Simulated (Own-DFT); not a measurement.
# Strain and stress in wurtzite AlN, 72 atoms (Al36N36)

Calculated results; nothing here was measured. The program, named Own-DFT, is a retired in-house plane-wave density functional code that no person has reviewed. Each row is one single-point run on a periodic cell that was not relaxed, without spin or spin-orbit coupling.

Settings of every run: PBE; PseudoDojo norm-conserving scalar-relativistic files; cutoff 42 hartree; 4 x 4 x 3 k mesh centred on Gamma; Gaussian smearing of 0.01 eV.

Known limits: k mesh not checked against a denser one; stress not checked against mesh or cutoff.

Unstrained cell vectors in Å: (9.336, 0.000, 0.000); (-4.668, 8.085, 0.000); (0.000, 0.000, 9.964). The unstrained cell has measured lattice constants (interpolated for alloys), not those of this functional. That, the random moves and any unrelaxed bonds set the pressure at no strain. Each run strains this cell uniformly, with the atoms carried along. Every atom was also moved at random, by a Gaussian of width 0.05 Å on each axis. Strain is the symmetric tensor, in per cent. Stress is positive in tension, and the pressure is minus a third of its trace.

```
run  e_xx (%)  e_yy (%)  e_zz (%)  s_xx (GPa)  s_yy (GPa)  s_zz (GPa)  P (GPa)  E (meV/atom)
  1     -0.75     -0.75      0.00       -9.09      -10.04       -6.36     8.50           5.8
  2      0.75      0.75      0.00        0.03       -5.54       -2.76     2.76          23.0
  3     -2.25     -2.25      0.00      -19.59      -18.63      -11.73    16.65          54.2
  4     -2.50     -2.50      0.00      -22.16      -22.36       -8.54    17.69          47.7
  5      2.25      2.25      0.00        4.83        5.60       -1.03    -3.13          17.2
  6      1.25      1.25      0.00        1.30        0.82       -4.69     0.86          12.1
  7      2.75      2.75      0.00        9.28        7.98       -2.76    -4.83          15.0
  8      1.50      1.50      0.00        0.29        4.22       -1.67    -0.95           0.0
  9      2.00      2.00      0.00           ?           ?           ?        ?             ?
```

E is the free energy for each atom above the lowest run shown.

## Worked fit

The change of volume is close to e_xx + e_yy + e_zz. A straight line through the runs shown gives P = 6.40 - 217 x (fractional change of volume) GPa, with an error of 7 on the slope and a scatter of 0.78 GPa. The strain isn't the same on all axes and the cell isn't cubic, so the slope belongs to this path and is not the bulk modulus.

## Withheld run

Question: what pressure should run 9 give? Its volume changes by 4.04 %.

The line gives -2.4 GPa. The calculation gave -2.71 GPa.
